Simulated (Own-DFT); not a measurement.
# Computed records: GaN (wurtzite, strained, atoms displaced)

A calculation, not a measurement: plane-wave PBE density functional theory by an unreviewed code, no spin, of a simulated periodic cell, stress positive in tension, free energy of the whole cell less one offset for each atom, forces on such cells passed a denser k mesh, this cell's mesh not checked; offsets are fitted by least squares, one for each functional and potential file, so energies compare only between cells with the same atoms and settings and are not formation energies; the far tail of each file's local potential was reset to the Coulomb form; each entry is a single point on an unrelaxed cell, so the pressure reflects the starting lattice, mostly measured values (interpolated for alloys), from which strain is counted, and rises with the displacements; printed positions are rounded, which can move forces by about a meV/angstrom; the program, named Own-DFT, is a retired in-house code; no spin-orbit coupling. Program: Own-DFT development build.

Settings shared by all entries: functional PBE; potential files PseudoDojo norm-conserving, scalar-relativistic, standard set with the stringent files for Ga; wave cutoff 96 hartree; occupations Gaussian; smearing width 0.01 eV; k mesh 3 x 4 x 3 centred on Gamma.

(1) 
```cif
# cell vector a (Å): 12.6304 -0.0042 -0.2370
# cell vector b (Å): -4.7391 8.2226 -0.0143
# cell vector c (Å): -0.1927 -0.1292 10.1634
data_GaN
_symmetry_space_group_name_H-M 'P 1'
_symmetry_Int_Tables_number 1
_cell_length_a 12.6326
_cell_length_b 9.4905
_cell_length_c 10.1660
_cell_angle_alpha 90.175
_cell_angle_beta 92.161
_cell_angle_gamma 119.968
_cell_volume 1054.77
loop_
_atom_site_label
_atom_site_type_symbol
_atom_site_fract_x
_atom_site_fract_y
_atom_site_fract_z
_atom_site_occupancy
Ga1 Ga 0.08116 0.21656 0.01727 1
Ga2 Ga 0.15921 0.10986 0.24522 1
N1 N 0.08708 0.22765 0.18725 1
N2 N 0.17256 0.11148 0.44456 1
Ga3 Ga 0.08953 0.21948 0.50183 1
Ga4 Ga 0.16566 0.11520 0.74800 1
N3 N 0.08243 0.21227 0.68690 1
N4 N 0.16136 0.11031 0.93685 1
Ga5 Ga 0.08380 0.55561 0.99702 1
Ga6 Ga 0.16557 0.44726 0.25089 1
N5 N 0.08717 0.55484 0.19555 1
N6 N 0.17171 0.44831 0.43802 1
Ga7 Ga 0.08527 0.55408 0.50313 1
Ga8 Ga 0.17023 0.44684 0.75235 1
N7 N 0.07652 0.53922 0.69277 1
N8 N 0.17136 0.45157 0.93231 1
Ga9 Ga 0.08538 0.89544 0.99605 1
Ga10 Ga 0.17012 0.78329 0.25135 1
N9 N 0.08675 0.88886 0.18619 1
N10 N 0.15890 0.77649 0.43960 1
Ga11 Ga 0.07843 0.87959 0.48992 1
Ga12 Ga 0.17521 0.78259 0.75828 1
N11 N 0.08270 0.88941 0.68962 1
N12 N 0.17198 0.78189 0.94051 1
Ga13 Ga 0.33085 0.22207 0.99774 1
Ga14 Ga 0.41538 0.10813 0.25490 1
N13 N 0.33059 0.21570 0.18750 1
N14 N 0.41705 0.12973 0.43262 1
Ga15 Ga 0.33434 0.22426 0.50758 1
Ga16 Ga 0.42335 0.11359 0.75095 1
N15 N 0.33602 0.22944 0.68687 1
N16 N 0.41597 0.11346 0.94084 1
Ga17 Ga 0.33175 0.56197 0.99945 1
Ga18 Ga 0.41914 0.44315 0.25113 1
N17 N 0.34403 0.56428 0.18429 1
N18 N 0.41350 0.44986 0.44362 1
Ga19 Ga 0.33119 0.55329 0.49480 1
Ga20 Ga 0.41357 0.44222 0.74882 1
N19 N 0.33629 0.55243 0.68505 1
N20 N 0.41850 0.44199 0.94262 1
Ga21 Ga 0.33070 0.88502 0.00187 1
Ga22 Ga 0.41372 0.77926 0.24944 1
N21 N 0.32546 0.88889 0.18593 1
N22 N 0.41073 0.76820 0.44206 1
Ga23 Ga 0.33277 0.90173 0.49652 1
Ga24 Ga 0.41816 0.77276 0.74427 1
N23 N 0.33161 0.88848 0.68294 1
N24 N 0.41888 0.78222 0.94666 1
Ga25 Ga 0.58126 0.21481 0.99634 1
Ga26 Ga 0.66316 0.11090 0.24766 1
N25 N 0.58777 0.23583 0.18724 1
N26 N 0.66468 0.10847 0.44450 1
Ga27 Ga 0.58417 0.21325 0.49014 1
Ga28 Ga 0.67387 0.11032 0.75852 1
N27 N 0.58899 0.23200 0.68426 1
N28 N 0.66763 0.11580 0.94113 1
Ga29 Ga 0.57875 0.54760 0.00231 1
Ga30 Ga 0.67460 0.44987 0.24656 1
N29 N 0.57845 0.55461 0.18898 1
N30 N 0.67193 0.44080 0.43245 1
Ga31 Ga 0.58650 0.55824 0.48885 1
Ga32 Ga 0.66067 0.44874 0.74705 1
N31 N 0.57738 0.54925 0.68973 1
N32 N 0.67260 0.44815 0.93608 1
Ga33 Ga 0.59013 0.90078 0.00503 1
Ga34 Ga 0.66723 0.77523 0.25237 1
N33 N 0.58332 0.89138 0.18302 1
N34 N 0.66813 0.78056 0.43920 1
Ga35 Ga 0.58634 0.89411 0.49815 1
Ga36 Ga 0.65662 0.76506 0.74883 1
N35 N 0.58234 0.88750 0.68757 1
N36 N 0.66859 0.77132 0.94588 1
Ga37 Ga 0.83314 0.22003 0.99765 1
Ga38 Ga 0.91316 0.10981 0.24624 1
N37 N 0.84179 0.22993 0.20118 1
N38 N 0.91527 0.10874 0.43039 1
Ga39 Ga 0.83022 0.22276 0.49444 1
Ga40 Ga 0.91489 0.10842 0.74444 1
N39 N 0.83605 0.22626 0.69639 1
N40 N 0.91623 0.09749 0.94762 1
Ga41 Ga 0.83294 0.56300 0.00883 1
Ga42 Ga 0.92211 0.44728 0.24862 1
N41 N 0.83103 0.55910 0.18552 1
N42 N 0.91512 0.43956 0.44230 1
Ga43 Ga 0.83483 0.55360 0.48859 1
Ga44 Ga 0.91409 0.44915 0.74238 1
N43 N 0.83224 0.55329 0.69475 1
N44 N 0.91762 0.45274 0.93841 1
Ga45 Ga 0.83362 0.88237 0.99507 1
Ga46 Ga 0.91529 0.77757 0.24921 1
N45 N 0.83232 0.89130 0.18684 1
N46 N 0.91828 0.78418 0.43770 1
Ga47 Ga 0.83884 0.88101 0.50518 1
Ga48 Ga 0.91017 0.77575 0.74875 1
N47 N 0.83526 0.88540 0.68021 1
N48 N 0.92095 0.79050 0.93949 1
_calc_free_energy_of_cell_above_offsets '-0.875'  # eV
_calc_pressure 15.52  # GPa
_calc_stress_xx -15.25  # GPa
_calc_stress_yy -12.98  # GPa
_calc_stress_zz -18.32  # GPa
_calc_stress_yz -3.2  # GPa
_calc_stress_xz -4.12  # GPa
_calc_stress_xy 0.43  # GPa
```

Force:
| element | x (eV/Å) | y (eV/Å) | z (eV/Å) |
| --- | --- | --- | --- |
| Ga | 0.256 | 0.832 | -5.429 |
| Ga | 2.362 | 0.079 | 1.483 |
| N | -1.16 | -0.001 | 3.431 |
| N | -1.159 | -0.935 | -1.604 |
| Ga | -1.281 | 0.201 | -0.831 |
| Ga | 1.623 | -1.343 | 0.275 |
| N | -1.757 | 1.801 | 0.118 |
| N | 0.462 | 0.823 | 0.327 |
| Ga | 0.098 | 0.136 | 0.279 |
| Ga | 2.207 | 0.139 | 0.102 |
| N | -1.265 | 1.081 | -1.436 |
| N | -1.725 | -1.409 | 0.088 |
| Ga | 0.127 | 0.013 | 0.215 |
| Ga | 0.255 | -1.077 | -1.42 |
| N | 0.483 | 2.19 | -0.668 |
| N | -0.902 | -1.422 | 2.08 |
| Ga | 0.722 | -0.519 | 0.068 |
| Ga | -0.65 | -0.987 | 0.114 |
| N | -1.427 | -0.322 | 0.255 |
| N | 2.051 | -0.691 | -0.496 |
| Ga | 0.414 | 2.358 | 2.672 |
| Ga | -1.649 | -0.661 | -1.991 |
| N | 0.337 | -0.738 | -0.247 |
| N | -1.621 | -0.866 | 0.432 |
| Ga | 0.04 | 0.008 | 0.378 |
| Ga | -0.213 | 1.041 | -2.509 |
| N | -0.564 | 0.517 | 0.22 |
| N | 1.39 | -1.887 | 1.611 |
| Ga | -0.22 | 1.329 | -1.298 |
| Ga | -0.459 | 0.275 | -0.399 |
| N | 0.231 | -1.789 | 1.673 |
| N | -0.033 | -0.928 | -0.479 |
| Ga | 1.759 | -0.345 | -0.103 |
| Ga | -0.876 | -0.698 | 0.079 |
| N | -1.488 | -1.227 | 1.044 |
| N | 1.727 | -1.04 | -1.07 |
| Ga | 0.601 | 0.63 | 1.14 |
| Ga | 0.673 | 0.331 | 1.042 |
| N | -1.424 | 0.266 | 0.331 |
| N | -1.821 | -0.028 | -1.043 |
| Ga | 1.171 | 1.471 | -0.38 |
| Ga | 0.504 | 0.214 | 0.111 |
| N | 1.819 | 0.343 | 1.061 |
| N | -0.308 | 2.748 | -0.774 |
| Ga | 0.458 | -0.939 | -0.158 |
| Ga | -0.735 | 0.695 | 0.917 |
| N | 0.812 | 0.287 | 0.718 |
| N | 0.269 | 0.292 | -1.735 |
| Ga | -0.59 | 2.176 | 0.506 |
| Ga | 0.784 | 0.72 | 0.165 |
| N | -0.019 | -2.402 | 0.014 |
| N | 0.39 | -0.464 | -1.862 |
| Ga | -1.476 | 1.97 | 1.765 |
| Ga | -1.244 | 0.47 | -1.965 |
| N | 0.233 | -1.874 | 0.126 |
| N | 0.453 | -0.679 | 0.247 |
| Ga | 1.267 | 0.689 | -0.267 |
| Ga | -1.794 | 0.179 | 0.012 |
| N | 1.463 | 0.075 | 0.658 |
| N | -1.489 | -0.038 | 0.497 |
| Ga | -0.171 | -0.74 | 1.161 |
| Ga | 2.189 | -0.354 | 0.545 |
| N | -0.514 | 0.659 | -1.624 |
| N | -1.286 | -0.937 | 0.613 |
| Ga | 0.436 | -1.849 | -1.783 |
| Ga | -0.248 | 0.674 | -0.858 |
| N | -0.146 | 0.026 | 2.565 |
| N | 0.173 | -0.045 | 0.15 |
| Ga | -0.281 | -1.636 | 0.322 |
| Ga | 0.993 | 1.265 | 0.663 |
| N | 0.274 | 0.451 | 0.378 |
| N | -1.745 | 0.237 | -1.312 |
| Ga | 1.287 | 1.324 | 0.739 |
| Ga | 1.289 | -0.27 | 0.377 |
| N | -2.274 | -0.806 | -2.173 |
| N | 0.323 | -0.031 | 2.024 |
| Ga | 1.866 | -0.574 | 1.08 |
| Ga | 0.913 | 0.089 | 1.05 |
| N | -0.211 | -0.999 | -1.27 |
| N | -1.306 | 2.196 | -1.523 |
| Ga | 1.059 | 0.219 | -3.251 |
| Ga | -0.475 | 0.795 | 0.424 |
| N | 1.649 | 0.045 | 2.06 |
| N | 0.264 | 0.906 | -0.823 |
| Ga | 0.243 | 0.778 | 2.183 |
| Ga | 0.878 | -0.397 | 1.727 |
| N | -1.725 | 0.795 | -2.086 |
| N | -0.139 | -0.941 | 0.462 |
| Ga | -0.774 | 0.203 | 1.294 |
| Ga | 0.238 | 1.144 | -0.583 |
| N | 0.222 | -0.858 | 0.114 |
| N | 0.032 | -2.324 | -1.111 |
| Ga | -2.012 | 1.948 | -2.308 |
| Ga | 2.189 | 0.001 | 0.456 |
| N | -2.072 | 0.157 | 2.622 |
| N | 0.77 | -2.216 | -0.395 |

(2) 
```cif
# cell vector a (Å): 12.6326 0.1407 -0.1050
# cell vector b (Å): -4.6459 8.1473 -0.1159
# cell vector c (Å): -0.0853 -0.1944 10.3064
data_GaN
_symmetry_space_group_name_H-M 'P 1'
_symmetry_Int_Tables_number 1
_cell_length_a 12.6338
_cell_length_b 9.3796
_cell_length_c 10.3086
_cell_angle_alpha 91.412
_cell_angle_beta 90.962
_cell_angle_gamma 119.045
_cell_volume 1067.04
loop_
_atom_site_label
_atom_site_type_symbol
_atom_site_fract_x
_atom_site_fract_y
_atom_site_fract_z
_atom_site_occupancy
Ga1 Ga 0.08246 0.22088 0.00008 1
Ga2 Ga 0.16217 0.11780 0.25087 1
N1 N 0.08827 0.22739 0.19872 1
N2 N 0.16157 0.10535 0.43474 1
Ga3 Ga 0.08582 0.22652 0.49846 1
Ga4 Ga 0.16747 0.12188 0.74933 1
N3 N 0.07993 0.21248 0.69265 1
N4 N 0.15644 0.11535 0.93428 1
Ga5 Ga 0.08066 0.55571 0.00369 1
Ga6 Ga 0.16162 0.43687 0.25031 1
N5 N 0.08771 0.55561 0.18666 1
N6 N 0.17018 0.45093 0.43451 1
Ga7 Ga 0.08485 0.56868 0.50364 1
Ga8 Ga 0.17237 0.45856 0.75313 1
N7 N 0.08161 0.55674 0.68872 1
N8 N 0.16984 0.44754 0.93984 1
Ga9 Ga 0.08835 0.89346 0.00117 1
Ga10 Ga 0.16942 0.78939 0.25309 1
N9 N 0.08295 0.88626 0.18414 1
N10 N 0.16797 0.77854 0.43674 1
Ga11 Ga 0.08400 0.88610 0.49138 1
Ga12 Ga 0.15966 0.78220 0.74843 1
N11 N 0.08822 0.88966 0.69560 1
N12 N 0.16932 0.78477 0.94625 1
Ga13 Ga 0.33673 0.22754 0.00261 1
Ga14 Ga 0.41410 0.11135 0.24673 1
N13 N 0.33330 0.21878 0.18799 1
N14 N 0.41584 0.11330 0.44349 1
Ga15 Ga 0.33125 0.21814 0.49325 1
Ga16 Ga 0.42072 0.12331 0.74954 1
N15 N 0.33767 0.22316 0.68857 1
N16 N 0.40787 0.10562 0.93986 1
Ga17 Ga 0.32491 0.54183 0.99829 1
Ga18 Ga 0.42814 0.45385 0.25106 1
N17 N 0.33182 0.55067 0.19226 1
N18 N 0.41194 0.43643 0.44189 1
Ga19 Ga 0.32467 0.55880 0.49670 1
Ga20 Ga 0.41938 0.44097 0.74446 1
N19 N 0.32735 0.54970 0.70088 1
N20 N 0.42011 0.44090 0.93938 1
Ga21 Ga 0.33489 0.89421 0.00106 1
Ga22 Ga 0.41241 0.76979 0.24422 1
N21 N 0.33717 0.88939 0.18965 1
N22 N 0.41595 0.76900 0.44120 1
Ga23 Ga 0.33568 0.89410 0.50130 1
Ga24 Ga 0.41414 0.76643 0.74404 1
N23 N 0.33711 0.90731 0.68734 1
N24 N 0.41517 0.77388 0.93969 1
Ga25 Ga 0.58565 0.22817 0.99639 1
Ga26 Ga 0.66741 0.11608 0.23890 1
N25 N 0.58474 0.21568 0.18577 1
N26 N 0.67237 0.10870 0.43280 1
Ga27 Ga 0.58744 0.22150 0.49827 1
Ga28 Ga 0.66459 0.10353 0.74749 1
N27 N 0.58310 0.21377 0.68669 1
N28 N 0.66687 0.10638 0.94191 1
Ga29 Ga 0.58743 0.55718 0.99941 1
Ga30 Ga 0.66325 0.45084 0.25065 1
N29 N 0.58097 0.55677 0.18533 1
N30 N 0.66819 0.44863 0.44394 1
Ga31 Ga 0.58277 0.55489 0.50129 1
Ga32 Ga 0.67935 0.45728 0.75166 1
N31 N 0.58153 0.55228 0.69482 1
N32 N 0.66149 0.44418 0.93839 1
Ga33 Ga 0.58840 0.89484 0.00972 1
Ga34 Ga 0.66461 0.77038 0.24767 1
N33 N 0.58692 0.90060 0.18935 1
N34 N 0.66602 0.77877 0.43965 1
Ga35 Ga 0.58528 0.89182 0.50362 1
Ga36 Ga 0.66860 0.77348 0.74543 1
N35 N 0.57789 0.88901 0.69017 1
N36 N 0.66726 0.77377 0.93272 1
Ga37 Ga 0.83659 0.22340 0.99476 1
Ga38 Ga 0.91459 0.12085 0.24151 1
N37 N 0.83635 0.22185 0.19175 1
N38 N 0.90931 0.10842 0.44415 1
Ga39 Ga 0.83013 0.21424 0.50135 1
Ga40 Ga 0.92011 0.11394 0.75912 1
N39 N 0.83008 0.22611 0.68602 1
N40 N 0.91825 0.11259 0.94158 1
Ga41 Ga 0.83180 0.55414 0.99597 1
Ga42 Ga 0.91878 0.44376 0.25059 1
N41 N 0.83874 0.55395 0.18823 1
N42 N 0.90864 0.45103 0.43172 1
Ga43 Ga 0.83317 0.54911 0.50263 1
Ga44 Ga 0.92061 0.45019 0.75425 1
N43 N 0.83796 0.56081 0.68766 1
N44 N 0.91457 0.44803 0.93900 1
Ga45 Ga 0.82907 0.89118 0.99910 1
Ga46 Ga 0.91235 0.76557 0.24959 1
N45 N 0.82823 0.89476 0.18894 1
N46 N 0.91602 0.78783 0.43745 1
Ga47 Ga 0.83205 0.89478 0.49387 1
Ga48 Ga 0.91734 0.77021 0.74365 1
N47 N 0.83715 0.89255 0.68607 1
N48 N 0.91435 0.77783 0.94393 1
_calc_free_energy_of_cell_above_offsets '-1.539'  # eV
_calc_pressure 13.1  # GPa
_calc_stress_xx -14.64  # GPa
_calc_stress_yy -14.59  # GPa
_calc_stress_zz -10.06  # GPa
_calc_stress_yz -3.78  # GPa
_calc_stress_xz -1.78  # GPa
_calc_stress_xy 5.08  # GPa
```

Force:
| element | x (eV/Å) | y (eV/Å) | z (eV/Å) |
| --- | --- | --- | --- |
| Ga | -0.825 | 1.427 | 1.036 |
| Ga | 2.744 | -1.787 | -0.09 |
| N | -2.526 | -1.489 | -2.526 |
| N | 0.463 | 0.577 | 0.599 |
| Ga | -1.103 | -0.487 | 0.669 |
| Ga | 2.274 | -1.306 | 0.35 |
| N | -1.592 | 2.673 | -1.437 |
| N | 3.06 | -0.86 | 0.557 |
| Ga | 0.618 | 1.006 | -0.382 |
| Ga | 0.795 | 2.967 | 0.156 |
| N | -1.083 | 0.238 | 0.873 |
| N | -2.268 | -1.303 | 0.924 |
| Ga | -0.219 | -1.812 | -0.942 |
| Ga | -1.016 | -2.268 | 0.313 |
| N | 0.002 | 0.11 | 0.049 |
| N | -2.384 | -1.299 | -0.302 |
| Ga | -1.572 | 0.304 | -0.562 |
| Ga | 1.165 | -1.098 | -1.13 |
| N | -1.097 | 0.784 | 1.165 |
| N | 0.385 | 0.223 | 0.127 |
| Ga | -1.204 | 0.576 | 1.571 |
| Ga | 4.083 | -0.246 | 1.823 |
| N | -3.267 | 1.382 | -2.314 |
| N | 0.2 | -1.523 | -1.421 |
| Ga | -1.13 | -0.597 | -0.377 |
| Ga | 1.36 | -0.116 | 0.949 |
| N | -1.153 | 0.976 | 0.361 |
| N | 1.37 | -0.385 | -1.625 |
| Ga | -0.741 | 0.241 | 1.217 |
| Ga | 1.115 | -0.818 | 0.816 |
| N | -2.181 | -0.006 | -1.057 |
| N | 1.528 | 1.324 | -0.484 |
| Ga | 2.226 | 2.337 | 0.779 |
| Ga | -2.351 | -1.803 | 0.694 |
| N | 0.089 | -0.88 | -0.716 |
| N | 0.058 | 1.401 | -0.41 |
| Ga | 2.589 | -0.465 | 1.246 |
| Ga | -0.637 | 0.358 | 1.295 |
| N | 1.275 | -0.404 | -2.61 |
| N | -0.493 | 0.438 | -0.364 |
| Ga | 0.844 | -1.113 | -0.209 |
| Ga | 0.773 | 1.187 | 0.914 |
| N | -1.089 | -0.208 | 0.167 |
| N | -0.349 | 1.653 | -0.659 |
| Ga | 0.549 | -0.137 | 0.212 |
| Ga | -1.051 | 2.824 | 1.664 |
| N | 0.132 | -3.026 | 0.192 |
| N | 0.41 | -0.01 | 0.055 |
| Ga | -0.493 | -1.432 | 0.123 |
| Ga | 1.723 | 0.141 | 2.185 |
| N | -2.507 | 2.252 | -0.256 |
| N | -1.706 | -0.171 | -0.117 |
| Ga | -0.289 | -0.177 | 0.072 |
| Ga | 0.195 | 1.176 | 1.044 |
| N | -0.211 | 1.979 | 0.344 |
| N | 0.013 | 1.052 | -0.704 |
| Ga | -1.773 | 0.684 | -0.552 |
| Ga | 2.171 | -1.228 | 0.336 |
| N | 0.925 | -0.173 | -0.325 |
| N | -0.076 | -0.681 | -1 |
| Ga | -0.779 | 0.249 | 0.568 |
| Ga | -1.157 | -2.065 | -0.405 |
| N | 0.695 | -0.036 | -1.333 |
| N | 1.968 | -0.243 | -0.491 |
| Ga | -0.814 | -1.588 | -2.068 |
| Ga | -0.539 | 2.675 | 0.888 |
| N | 0.083 | -2.929 | 0.699 |
| N | -0.085 | -1.016 | -0.425 |
| Ga | -0.556 | -0.177 | -0.713 |
| Ga | -0.304 | 1.459 | 0.225 |
| N | 1.244 | -1.542 | -0.522 |
| N | -0.648 | 0.385 | 0.719 |
| Ga | -1.166 | 0.36 | 0.908 |
| Ga | 2.736 | -2.078 | 2.439 |
| N | -2.45 | 1.524 | -2.098 |
| N | 2.247 | 1.409 | -1.885 |
| Ga | -0.498 | 1.961 | 0.082 |
| Ga | -0.557 | -0.206 | -1.853 |
| N | 0.772 | -0.258 | 1.263 |
| N | -0.159 | -0.152 | 0.297 |
| Ga | -0.73 | 1.053 | 1.136 |
| Ga | 0.57 | 0.485 | -0.384 |
| N | -1.966 | -1.224 | -0.866 |
| N | 3.54 | -1.421 | 0.86 |
| Ga | -1.893 | 2.236 | -0.231 |
| Ga | -0.005 | -0.993 | -0.651 |
| N | 0.027 | -1.812 | -0.226 |
| N | 1.082 | -0.82 | -0.234 |
| Ga | 0.86 | -0.474 | 0.291 |
| Ga | -0.238 | 2.662 | -0.091 |
| N | 1.078 | -0.995 | -0.141 |
| N | 1.061 | -1.684 | -0.004 |
| Ga | 0.215 | -0.51 | 1.146 |
| Ga | -0.303 | 3.485 | 1.597 |
| N | -0.531 | -0.621 | 0.257 |
| N | 0.455 | -0.081 | -1.058 |
